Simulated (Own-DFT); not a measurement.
Simulation results for SiC (4H silicon carbide, strained, atoms displaced), GaN (wurtzite, strained, atoms displaced), SiC (4H silicon carbide, atoms displaced), GaP (zincblende, strained, atoms displaced)

All values are calculated (Own-DFT development build). A calculation, not a measurement: plane-wave PBE density functional theory by an unreviewed code, no spin, of a simulated periodic cell, stress positive in tension, free energy of the whole cell less one offset for each atom, forces on such cells passed a denser k mesh, this cell's mesh not checked; offsets are fitted by least squares, one for each functional and potential file, so energies compare only between cells with the same atoms and settings and are not formation energies; the far tail of each file's local potential was reset to the Coulomb form; each entry is a single point on an unrelaxed cell, so the pressure reflects the starting lattice, mostly measured values (interpolated for alloys), from which strain is counted, and rises with the displacements; printed positions are rounded, which can move forces by about a meV/angstrom; the program, named Own-DFT, is a retired in-house code; no spin-orbit coupling.

Common to all runs: functional PBE.

(1) SiC (4H silicon carbide, strained, atoms displaced)

```
SiC
1.0
      9.1249     0.0007     0.0064
     -4.5619     8.0543     0.1054
      0.0070     0.1365    10.2572
Si C Si C Si C Si C Si C Si C Si C Si C Si C Si C Si C Si C Si C Si C Si C Si C Si C Si C
2 2 2 2 2 2 2 2 2 2 2 2 2 2 2 2 2 2 2 2 2 2 2 2 2 2 2 2 2 2 2 2 2 2 2 2
Direct
  0.01177 0.01044 0.40660
  0.11041 0.22915 0.15650
  0.99695 0.99465 0.09735
  0.11805 0.22843 0.34336
  0.01444 0.34415 0.41414
  0.11014 0.55430 0.15269
  0.00339 0.34247 0.08363
  0.11883 0.56004 0.34424
  0.00227 0.66526 0.39940
  0.11156 0.89765 0.16737
  0.99688 0.66013 0.09044
  0.11889 0.89707 0.34036
  0.33242 0.99903 0.40195
  0.44734 0.21908 0.15994
  0.32798 0.99915 0.09515
  0.44259 0.22009 0.33352
  0.33630 0.32748 0.40761
  0.44543 0.56112 0.15363
  0.33720 0.33924 0.09568
  0.44029 0.55150 0.34256
  0.33890 0.66289 0.40626
  0.44142 0.88656 0.15484
  0.33331 0.65907 0.09187
  0.44186 0.88014 0.34168
  0.67280 0.00038 0.40516
  0.77542 0.20814 0.15270
  0.68219 0.99913 0.08903
  0.77834 0.21494 0.34123
  0.67792 0.33350 0.41239
  0.78022 0.54837 0.15040
  0.66217 0.32819 0.09885
  0.77675 0.55535 0.34208
  0.66609 0.67010 0.40553
  0.78167 0.89487 0.15998
  0.66257 0.66176 0.09393
  0.78313 0.89754 0.34499
  0.99612 0.99197 0.90660
  0.89157 0.77995 0.66274
  0.00850 0.00602 0.58480
  0.88125 0.77045 0.84482
  0.99055 0.66922 0.91269
  0.89049 0.44119 0.65702
  0.00070 0.66873 0.59437
  0.88896 0.43804 0.83625
  0.00722 0.33620 0.90675
  0.88138 0.10828 0.65102
  0.99321 0.32295 0.59189
  0.88698 0.10566 0.83951
  0.66982 0.00261 0.90385
  0.55696 0.78038 0.65114
  0.66894 0.00769 0.58951
  0.54907 0.77328 0.84604
  0.66032 0.66030 0.90010
  0.53968 0.44329 0.65142
  0.66680 0.67350 0.59088
  0.54322 0.43613 0.84445
  0.66935 0.33706 0.91461
  0.56251 0.11558 0.65167
  0.66852 0.32915 0.58965
  0.55068 0.10081 0.84393
  0.33355 0.99959 0.90397
  0.21527 0.77196 0.65755
  0.33779 0.99073 0.59716
  0.21797 0.78495 0.83743
  0.32958 0.66094 0.90295
  0.22585 0.44177 0.65836
  0.33060 0.66829 0.59992
  0.22515 0.44217 0.84178
  0.32833 0.33033 0.91209
  0.22222 0.10851 0.66046
  0.33552 0.33419 0.59072
  0.22153 0.11114 0.85719
```

```
potential files                   : PseudoDojo norm-conserving, scalar-relativistic, standard set
wave cutoff                       : 42 hartree
occupations                       : Fermi-Dirac
smearing width                    : 0.1 eV
hardware                          : one NVIDIA H100
k mesh                            : 4 x 4 x 3 centred on Gamma
free energy of cell above offsets : -7.348 eV
pressure                          : 2.53 GPa
stress xx                         : -10.53 GPa
stress yy                         : -0.47 GPa
stress zz                         : 3.39 GPa
stress yz                         : 4.53 GPa
stress xz                         : 0.23 GPa
stress xy                         : -0.22 GPa
wall time                         : 354.8 s
```

Force:
| element | x (eV/Å) | y (eV/Å) | z (eV/Å) |
| --- | --- | --- | --- |
| Si | -0.875 | -1.001 | -0.854 |
| Si | 1.004 | -0.51 | -0.305 |
| C | -0.063 | 1.604 | -0.716 |
| C | -0.478 | 0.087 | 0.123 |
| Si | -1.113 | -1.771 | -1.982 |
| Si | 0.504 | 0.146 | 0.539 |
| C | -0.087 | -1.473 | 1.95 |
| C | -0.54 | -0.518 | -0.6 |
| Si | -0.773 | 0.747 | 1.315 |
| Si | 0.688 | -1.394 | -2.809 |
| C | 0.127 | 1.556 | 1.135 |
| C | -0.943 | -1.326 | 1.745 |
| Si | 1.586 | 0.159 | 1.094 |
| Si | -1.771 | 0.082 | -1.708 |
| C | 1.103 | 0.033 | -0.496 |
| C | 1.158 | 0.101 | 3.501 |
| Si | -0.126 | 0.884 | -1.263 |
| Si | 1.215 | -1.752 | 0.96 |
| C | -0.145 | -0.795 | 0.015 |
| C | 1.215 | 0.136 | 0.251 |
| Si | -1.04 | 0.6 | 0.828 |
| Si | 0.767 | -0.273 | -0.198 |
| C | -1.787 | 1.841 | -0.782 |
| C | 0.411 | 1.253 | 0.176 |
| Si | -1.514 | -0.115 | 0.065 |
| Si | -0.217 | 2.23 | 0.63 |
| C | -3.399 | -0.027 | -0.354 |
| C | 0.615 | 1.626 | 0.07 |
| Si | -1.226 | -0.359 | -2.525 |
| Si | -1.929 | 0.414 | 1.662 |
| C | 1.607 | -0.037 | -1.072 |
| C | 0.641 | 0.004 | 0.005 |
| Si | 0.525 | -0.137 | -0.53 |
| Si | 1.014 | -2.551 | 0.099 |
| C | 1.212 | 1.026 | -0.555 |
| C | 1.145 | -1.116 | -0.08 |
| Si | -0.58 | 0.469 | 0.79 |
| Si | -0.173 | -0.142 | -2.064 |
| C | -0.774 | -0.751 | 2.385 |
| C | -0.31 | 1.204 | -0.218 |
| Si | 2.71 | -1.105 | -1.928 |
| Si | -0.631 | 0.546 | -0.816 |
| C | -0.437 | -0.944 | -0.865 |
| C | -0.643 | 1.054 | 2.203 |
| Si | -0.962 | -1.099 | -1.661 |
| Si | 1.911 | -0.311 | 0.834 |
| C | 0.89 | 2.226 | 0.846 |
| C | 0.63 | 0.882 | 0.047 |
| Si | 0.02 | -1.547 | 0.143 |
| Si | -0.954 | 0.483 | 1.407 |
| C | 0.306 | -1.76 | -0.236 |
| C | 0.847 | 1.108 | -1.195 |
| Si | -1.043 | -0.244 | 1.586 |
| Si | 3.975 | 1.095 | 1.361 |
| C | 0.682 | -0.903 | 0.324 |
| C | 1.434 | 0.831 | -0.712 |
| Si | -0.229 | -1.571 | -1.865 |
| Si | -1.125 | -1.199 | 1.422 |
| C | -1.094 | 1.493 | 1.112 |
| C | 0.217 | 2.321 | -0.248 |
| Si | -0.028 | -0.639 | 0.989 |
| Si | 0.466 | 0.762 | -0.069 |
| C | -1.427 | 1.647 | -1.186 |
| C | 0.208 | -1.551 | 1.959 |
| Si | -0.881 | 0.886 | 0.212 |
| Si | -1.277 | 0.216 | -0.439 |
| C | 0.902 | -1.141 | -1.463 |
| C | -0.451 | 0.16 | -0.011 |
| Si | 0.335 | -0.093 | 0.483 |
| Si | 0.802 | -0.038 | 0.019 |
| C | -1.351 | -1.623 | -0.258 |
| C | -0.482 | -0.099 | -2.224 |

(2) GaN (wurtzite, strained, atoms displaced)

```
GaN
1.0
     12.7560     0.0000     0.0000
     -4.7835     8.2853     0.0000
      0.0000     0.0000    10.6292
Ga N Ga N Ga N Ga N Ga N Ga N Ga N Ga N Ga N Ga N Ga N Ga N Ga N Ga N Ga N Ga N Ga N Ga N Ga N Ga N Ga N Ga N Ga N Ga N
2 2 2 2 2 2 2 2 2 2 2 2 2 2 2 2 2 2 2 2 2 2 2 2 2 2 2 2 2 2 2 2 2 2 2 2 2 2 2 2 2 2 2 2 2 2 2 2
Direct
  0.08547 0.22699 0.99777
  0.16770 0.10727 0.25539
  0.07997 0.22382 0.17678
  0.16179 0.10462 0.43632
  0.07747 0.22109 0.51100
  0.16842 0.12033 0.74779
  0.07650 0.21794 0.68140
  0.16381 0.11001 0.93634
  0.08320 0.56121 0.99987
  0.16161 0.43736 0.25617
  0.08240 0.55455 0.19715
  0.17413 0.45093 0.43937
  0.08050 0.55309 0.50503
  0.16037 0.44408 0.74406
  0.08024 0.56144 0.69172
  0.17238 0.44650 0.94537
  0.08108 0.88440 0.99954
  0.17193 0.78169 0.25173
  0.08195 0.88373 0.19215
  0.16033 0.77199 0.43722
  0.08564 0.88276 0.49531
  0.17024 0.78038 0.74859
  0.09285 0.89626 0.68568
  0.17284 0.78497 0.93136
  0.33992 0.22904 0.99818
  0.41309 0.10160 0.25629
  0.33732 0.22221 0.19106
  0.41780 0.11320 0.44041
  0.33292 0.22375 0.49786
  0.42105 0.11512 0.74538
  0.32721 0.21291 0.68651
  0.42041 0.11952 0.94527
  0.33680 0.56080 0.99516
  0.41280 0.43349 0.25359
  0.33839 0.56017 0.19500
  0.41550 0.43687 0.44929
  0.32505 0.55392 0.49150
  0.43058 0.45820 0.74100
  0.33470 0.55920 0.68454
  0.41622 0.44052 0.93907
  0.33069 0.87747 0.99821
  0.41013 0.76726 0.23921
  0.34573 0.90671 0.19553
  0.41476 0.77870 0.44774
  0.33108 0.89439 0.50464
  0.41909 0.78103 0.74912
  0.32969 0.88711 0.68231
  0.40938 0.77068 0.94225
  0.58540 0.22325 0.00550
  0.66559 0.10993 0.25283
  0.58167 0.21426 0.19389
  0.66338 0.10714 0.43377
  0.58976 0.23374 0.49860
  0.66778 0.11324 0.74490
  0.58314 0.23198 0.68403
  0.67252 0.11273 0.93536
  0.58388 0.56233 0.00616
  0.66390 0.43907 0.25149
  0.58830 0.56330 0.18489
  0.66707 0.44446 0.43283
  0.57420 0.55022 0.50484
  0.66596 0.44165 0.75741
  0.58305 0.55815 0.68220
  0.66844 0.44982 0.93548
  0.58197 0.87964 0.99629
  0.66454 0.77120 0.25334
  0.57972 0.89369 0.19779
  0.66823 0.77080 0.43463
  0.58990 0.89359 0.49130
  0.67534 0.78814 0.75268
  0.57864 0.87658 0.69906
  0.66213 0.78616 0.93562
  0.83475 0.21813 0.99761
  0.91124 0.10278 0.24590
  0.83354 0.22006 0.19383
  0.91530 0.11519 0.43596
  0.83122 0.22551 0.50061
  0.91825 0.12078 0.75664
  0.82782 0.21851 0.68550
  0.91040 0.10309 0.94356
  0.82690 0.55226 0.00684
  0.91318 0.44578 0.25469
  0.82949 0.55236 0.18447
  0.91684 0.44895 0.43827
  0.83152 0.55562 0.49670
  0.91738 0.44224 0.75095
  0.84041 0.55499 0.68689
  0.91043 0.43240 0.93991
  0.83038 0.88346 0.00151
  0.92278 0.78043 0.26184
  0.82903 0.88429 0.19797
  0.91195 0.77455 0.44191
  0.82484 0.88293 0.50023
  0.91341 0.78592 0.75541
  0.83156 0.89180 0.68663
  0.92057 0.78264 0.94681
```

```
potential files                   : PseudoDojo norm-conserving, scalar-relativistic, standard set with the stringent files for Ga
wave cutoff                       : 96 hartree
occupations                       : Gaussian
smearing width                    : 0.01 eV
k mesh                            : 3 x 4 x 3 centred on Gamma
free energy of cell above offsets : -4.298 eV
pressure                          : 2.8 GPa
stress xx                         : -4.91 GPa
stress yy                         : -5.72 GPa
stress zz                         : 2.24 GPa
stress yz                         : -0.23 GPa
stress xz                         : 0.23 GPa
stress xy                         : -0.55 GPa
```

Force:
| element | x (eV/Å) | y (eV/Å) | z (eV/Å) |
| --- | --- | --- | --- |
| Ga | 0.143 | -0.743 | 0.105 |
| Ga | -0.766 | 0.622 | -1.171 |
| N | 0.715 | -0.603 | 2.051 |
| N | -0.119 | 0.836 | 0.522 |
| Ga | 0.491 | -0.374 | -3.34 |
| Ga | 0.272 | -1.201 | 0.693 |
| N | 0.082 | 0.826 | 2.493 |
| N | 0.49 | 0.209 | 0.034 |
| Ga | 0.264 | -0.902 | 0.529 |
| Ga | 0.276 | 0.197 | -1.015 |
| N | 0.04 | 0.58 | -1.122 |
| N | -3.353 | -2.455 | -0.339 |
| Ga | 0.196 | 0.357 | -0.542 |
| Ga | 1.634 | 0.662 | 0.979 |
| N | 0.869 | -0.881 | -0.625 |
| N | -1.628 | 0.253 | -1.602 |
| Ga | 0.881 | 1.42 | 0.515 |
| Ga | 0.124 | -0.474 | 0.07 |
| N | 0.447 | 0.516 | -0.672 |
| N | 1.477 | -0.014 | -0.093 |
| Ga | -1.578 | 0.696 | 1.463 |
| Ga | -0.828 | 0.638 | 0.006 |
| N | -1.612 | -0.496 | 0.124 |
| N | -0.949 | -0.998 | 0.953 |
| Ga | -1.169 | -1.256 | 0.594 |
| Ga | 0.346 | 3.609 | 0.85 |
| N | -0.57 | -0.697 | -0.374 |
| N | 0.017 | 0.163 | 0.083 |
| Ga | -0.266 | -1.718 | 0.961 |
| Ga | -1.132 | -0.553 | 0.915 |
| N | 0.966 | 1.885 | -0.261 |
| N | 0.786 | -1.514 | -1.332 |
| Ga | 0.507 | -2.089 | 1.16 |
| Ga | 0.282 | 1.518 | 0.228 |
| N | -0.478 | -2.907 | -1.205 |
| N | -1.28 | 1.13 | -2.037 |
| Ga | 3.251 | 1.926 | 2.032 |
| Ga | -3.05 | -2.184 | 1.338 |
| N | -0.48 | -0.746 | 0.342 |
| N | 0.244 | 1.852 | -0.769 |
| Ga | -0.496 | 2.706 | 1.06 |
| Ga | 0.372 | 2.838 | 2.468 |
| N | -1.078 | -4.95 | -2.296 |
| N | 0.317 | 0.288 | -1.254 |
| Ga | 0.742 | -0.683 | -1.094 |
| Ga | -1.252 | -0.961 | -0.22 |
| N | 1.149 | 0.616 | 1.51 |
| N | 1.345 | 1.404 | -1.11 |
| Ga | 0.355 | -0.382 | -0.07 |
| Ga | 0.524 | 0.226 | -0.523 |
| N | -0.562 | 1.188 | -0.657 |
| N | 0.241 | 1.329 | 1.197 |
| Ga | -0.502 | -1.483 | -0.053 |
| Ga | -0.997 | -0.867 | 0.973 |
| N | 1.023 | -0.895 | 0.01 |
| N | -1.415 | -0.52 | -0.009 |
| Ga | -0.051 | -0.624 | -1.078 |
| Ga | -0.08 | 0.188 | -0.584 |
| N | -0.432 | -1.75 | 0.743 |
| N | -0.504 | 0.663 | 0.539 |
| Ga | 1.652 | 0.752 | -0.882 |
| Ga | 0.491 | 1.214 | -1.263 |
| N | 2.432 | 1.096 | 0.942 |
| N | -0.644 | -0.198 | 1.003 |
| Ga | -2.379 | 2.53 | 1.662 |
| Ga | -0.788 | 1.151 | -0.179 |
| N | 1.19 | -1.467 | -1.545 |
| N | -1.389 | -0.278 | 0.682 |
| Ga | -1.28 | -1.688 | 0.986 |
| Ga | -1.155 | -1.256 | -0.138 |
| N | 0.712 | 2.251 | -1.666 |
| N | 3.012 | -1.941 | -0.125 |
| Ga | -0.761 | -0.065 | 1.67 |
| Ga | 0.484 | 1.212 | 0.669 |
| N | -0.538 | 0.374 | -0.855 |
| N | 0.082 | -0.527 | 0.406 |
| Ga | 0.314 | -0.374 | -0.642 |
| Ga | -0.437 | -1.247 | -0.241 |
| N | 1.042 | 0.711 | -0.071 |
| N | 1.199 | 0.56 | -1.129 |
| Ga | 1.166 | 0.224 | -0.928 |
| Ga | 0.539 | -0.473 | -0.718 |
| N | 0.226 | 0.471 | 1.369 |
| N | 0.086 | -0.541 | 0.266 |
| Ga | 0.005 | 0.024 | 1.137 |
| Ga | -0.874 | 0 | 0.604 |
| N | -1.765 | 0.498 | 0.269 |
| N | 0.369 | 1.95 | -0.373 |
| Ga | -0.184 | 0.222 | 1.217 |
| Ga | -1.264 | -0.67 | -1.181 |
| N | 0.887 | -0.468 | -1.404 |
| N | 0.465 | 0.604 | 0.095 |
| Ga | 1.348 | 1.24 | -0.011 |
| Ga | 2.037 | -0.715 | -0.682 |
| N | 0.635 | 0.717 | 0.166 |
| N | -1.16 | -1.316 | -1.203 |

(3) SiC (4H silicon carbide, atoms displaced)

```
SiC
1.0
      6.1654     0.0000     0.0000
     -3.0827     5.3394     0.0000
      0.0000     0.0000    10.0681
Si C Si C Si C Si C Si C Si C Si C Si C
2 2 2 2 2 2 2 2 2 2 2 2 2 2 2 2
Direct
  0.01406 0.01272 0.39634
  0.16061 0.32015 0.17596
  0.03152 0.05077 0.07797
  0.19000 0.36401 0.36010
  0.00724 0.49185 0.40644
  0.16262 0.79571 0.15744
  0.02888 0.54072 0.09158
  0.14908 0.80443 0.33885
  0.49817 0.00749 0.41210
  0.68648 0.35275 0.14404
  0.52747 0.99775 0.07796
  0.66550 0.32371 0.36879
  0.50805 0.47440 0.39569
  0.68102 0.84706 0.16357
  0.51050 0.51940 0.09911
  0.63429 0.82039 0.33801
  0.00004 0.02710 0.90149
  0.85181 0.69807 0.65457
  0.98652 0.99850 0.58463
  0.82517 0.66251 0.83849
  0.98931 0.49084 0.89915
  0.84243 0.18030 0.64955
  0.99410 0.48910 0.58996
  0.83039 0.16200 0.85289
  0.48967 0.01523 0.89963
  0.31354 0.65498 0.66264
  0.50213 0.00273 0.56797
  0.32416 0.66258 0.86213
  0.51288 0.50508 0.91021
  0.30859 0.14788 0.64484
  0.49233 0.50371 0.59660
  0.32200 0.13266 0.85255
```

```
potential files                   : PseudoDojo norm-conserving, scalar-relativistic, standard set
wave cutoff                       : 42 hartree
occupations                       : Fermi-Dirac
smearing width                    : 0.1 eV
hardware                          : one NVIDIA H100
k mesh                            : 5 x 5 x 3 centred on Gamma
free energy of cell above offsets : 7.360 eV
pressure                          : 12.76 GPa
stress xx                         : -11.84 GPa
stress yy                         : -13 GPa
stress zz                         : -13.45 GPa
stress yz                         : -1.69 GPa
stress xz                         : -1.73 GPa
stress xy                         : 3.05 GPa
wall time                         : 118.6 s
```

Force:
| element | x (eV/Å) | y (eV/Å) | z (eV/Å) |
| --- | --- | --- | --- |
| Si | -1.69 | -2.523 | 0.307 |
| Si | 0.873 | 3.771 | -3.123 |
| C | -0.068 | -4.351 | 3.86 |
| C | 0.4 | -4.846 | -3.024 |
| Si | -2.847 | 0.989 | 1.783 |
| Si | 0.673 | 14.24 | 2.695 |
| C | -1.158 | -13.34 | -4.413 |
| C | -0.281 | 3.307 | 0.884 |
| Si | 0.185 | -3.668 | -8.837 |
| Si | -0.348 | -1.678 | 1.025 |
| C | -2.388 | 1.519 | 3.113 |
| C | 3.462 | 0.142 | -4.997 |
| Si | -2.721 | 5.723 | 3.884 |
| Si | 0.347 | 0.579 | -3.305 |
| C | 0.773 | -1.319 | 0.193 |
| C | 2.914 | 1.212 | 1.804 |
| Si | 3.082 | -3.729 | 1.195 |
| Si | -1.695 | -5.432 | -0.124 |
| C | 0.558 | 1.431 | -0.443 |
| C | 0.903 | 1.597 | 0.757 |
| Si | 0.17 | 2.039 | 1.665 |
| Si | -1.95 | -2.38 | 1.056 |
| C | -0.62 | 3.132 | 0.726 |
| C | -2.956 | 1.509 | -4.361 |
| Si | 6.457 | -4.893 | 2.84 |
| Si | 2.015 | 1.078 | -0.653 |
| C | -0.794 | -1.038 | 12.65 |
| C | 0.913 | 0.206 | -3.335 |
| Si | -2.025 | -0.85 | -0.021 |
| Si | 2.862 | 2.679 | 1.252 |
| C | 0.931 | -0.602 | -0.419 |
| C | -5.975 | 5.494 | -4.629 |

(4) GaP (zincblende, strained, atoms displaced)

```
GaP
1.0
     10.8620     0.0000     0.0000
      0.0000    10.8620     0.0000
      0.0000     0.0000    10.9361
Ga P Ga P Ga P Ga P Ga P Ga P Ga P Ga P
4 4 4 4 4 4 4 4 4 4 4 4 4 4 4 4
Direct
  0.99822 0.99358 0.99927
  0.99585 0.24458 0.25153
  0.24553 0.99716 0.25222
  0.25350 0.25110 0.99647
  0.12320 0.12098 0.12959
  0.11862 0.37480 0.37663
  0.37727 0.12301 0.37045
  0.37701 0.37304 0.13008
  0.99737 0.00202 0.49947
  0.99826 0.25610 0.75279
  0.25352 0.99986 0.74493
  0.25396 0.24299 0.49850
  0.12048 0.12605 0.61657
  0.11601 0.37561 0.87229
  0.37904 0.12400 0.88116
  0.37753 0.36799 0.62582
  0.99423 0.50476 0.99714
  0.00056 0.74851 0.24717
  0.23910 0.50243 0.24748
  0.25212 0.74890 0.00235
  0.12831 0.62429 0.12546
  0.12996 0.87176 0.37423
  0.37853 0.62415 0.37412
  0.37339 0.87516 0.11842
  0.00427 0.49539 0.49108
  0.00773 0.74317 0.75606
  0.24838 0.50489 0.75697
  0.25046 0.75302 0.50487
  0.12314 0.62893 0.62897
  0.12498 0.87046 0.87508
  0.37590 0.63037 0.87229
  0.37272 0.86902 0.62422
  0.50025 0.00046 0.99307
  0.49034 0.24996 0.24818
  0.75162 0.99584 0.24094
  0.74279 0.24152 0.99589
  0.62178 0.12789 0.13143
  0.62882 0.37487 0.37304
  0.87308 0.12709 0.37280
  0.88189 0.37084 0.12693
  0.49760 0.00522 0.50555
  0.50350 0.25517 0.75342
  0.75257 0.00392 0.74798
  0.74275 0.24052 0.49630
  0.63214 0.12536 0.62897
  0.62047 0.37599 0.87600
  0.88355 0.12810 0.87717
  0.87358 0.37430 0.63915
  0.50103 0.50454 0.99525
  0.49824 0.75751 0.25762
  0.74611 0.49971 0.25082
  0.74989 0.75748 0.00252
  0.62927 0.63506 0.12842
  0.62452 0.87467 0.36555
  0.87469 0.62719 0.36663
  0.86966 0.87644 0.12627
  0.48915 0.49456 0.49603
  0.48741 0.73789 0.74886
  0.73803 0.49796 0.74435
  0.73625 0.74795 0.49610
  0.62982 0.62440 0.62093
  0.62018 0.87895 0.87467
  0.87064 0.62796 0.87422
  0.86832 0.86924 0.62125
```

```
potential files                   : PseudoDojo norm-conserving, scalar-relativistic, standard set
wave cutoff                       : 42 hartree
occupations                       : Fermi-Dirac
smearing width                    : 0.1 eV
hardware                          : one NVIDIA H100
k mesh                            : 3 x 3 x 3 centred on Gamma
free energy of cell above offsets : -32.857 eV
pressure                          : 3.71 GPa
stress xx                         : -3.77 GPa
stress yy                         : -3.97 GPa
stress zz                         : -3.38 GPa
stress yz                         : 0.77 GPa
stress xz                         : 0.15 GPa
stress xy                         : 0.2 GPa
wall time                         : 527.5 s
```

Force:
| element | x (eV/Å) | y (eV/Å) | z (eV/Å) |
| --- | --- | --- | --- |
| Ga | 0.306 | 0.33 | 0.298 |
| Ga | 0.543 | 0.351 | -0.195 |
| Ga | 0.602 | -0.043 | -0.567 |
| Ga | -0.768 | 0.098 | 0.588 |
| P | 0.157 | 0.295 | -0.706 |
| P | 1.423 | -1.105 | -0.697 |
| P | -0.417 | -0.34 | 0.499 |
| P | -0.925 | 1.213 | -1.123 |
| Ga | -0.375 | -0.868 | -0.337 |
| Ga | 0.34 | -1.017 | -0.553 |
| Ga | -0.544 | 0.29 | 0.434 |
| Ga | -0.336 | 0.604 | -0.232 |
| P | 0.384 | 0.089 | 1.256 |
| P | 1.467 | 0.471 | 0.878 |
| P | -0.626 | 0.449 | -1.494 |
| P | -0.84 | 0.608 | 0.247 |
| Ga | 0.082 | -0.306 | 0.444 |
| Ga | 0.134 | 0.405 | 0.047 |
| Ga | 1.156 | -0.717 | 0.822 |
| Ga | -0.286 | 0.123 | -0.19 |
| P | -0.856 | 0.396 | -0.969 |
| P | -0.942 | 0.062 | 0.344 |
| P | -1.21 | 0.222 | -0.047 |
| P | 0.326 | 0.335 | 0.89 |
| Ga | -1.417 | 1.107 | 1.615 |
| Ga | -1.415 | 0.706 | -0.389 |
| Ga | -0.134 | -0.718 | -0.773 |
| Ga | -0.281 | -0.924 | -0.713 |
| P | 0.522 | -1.008 | -1.009 |
| P | 0.486 | 0.612 | 0.084 |
| P | -0.993 | -1.396 | 1.409 |
| P | 0.726 | 0.888 | 0.2 |
| Ga | 0.327 | -0.063 | 1.397 |
| Ga | 1.384 | 0.14 | 0.639 |
| Ga | -0.472 | 1.077 | 1.079 |
| Ga | 0.789 | 0.713 | 0.6 |
| P | -0.191 | -0.587 | -0.821 |
| P | -1.098 | -0.356 | 0.276 |
| P | -0.318 | -0.977 | 0.083 |
| P | -1.3 | 0.395 | -0.61 |
| Ga | 0.559 | -0.572 | -0.327 |
| Ga | -0.276 | -0.947 | -0.26 |
| Ga | 0.595 | -0.758 | 0.612 |
| Ga | 0.902 | 1.206 | 0.297 |
| P | -1.395 | 0.086 | -0.014 |
| P | 0.594 | 0.167 | 0.256 |
| P | -0.834 | -0.624 | -0.191 |
| P | -0.431 | 0.219 | -2.272 |
| Ga | 0.064 | 0.208 | 1.165 |
| Ga | -0.593 | -0.72 | -1.405 |
| Ga | 0.741 | -0.055 | -0.752 |
| Ga | -0.304 | -0.324 | -0.712 |
| P | -0.845 | -0.782 | -0.246 |
| P | 0.087 | 1.209 | 1.474 |
| P | -0.199 | -0.313 | 1.093 |
| P | 1.427 | -0.469 | -0.484 |
| Ga | 1.286 | -0.023 | 0.293 |
| Ga | 2.222 | 1.541 | -1.031 |
| Ga | 0.997 | 0.135 | 0.874 |
| Ga | 1.423 | 0.446 | -0.633 |
| P | -2.073 | -0.417 | 0.137 |
| P | 0.452 | -0.735 | -0.85 |
| P | -0.487 | -0.159 | -0.035 |
| P | 0.677 | 0.128 | 0.312 |
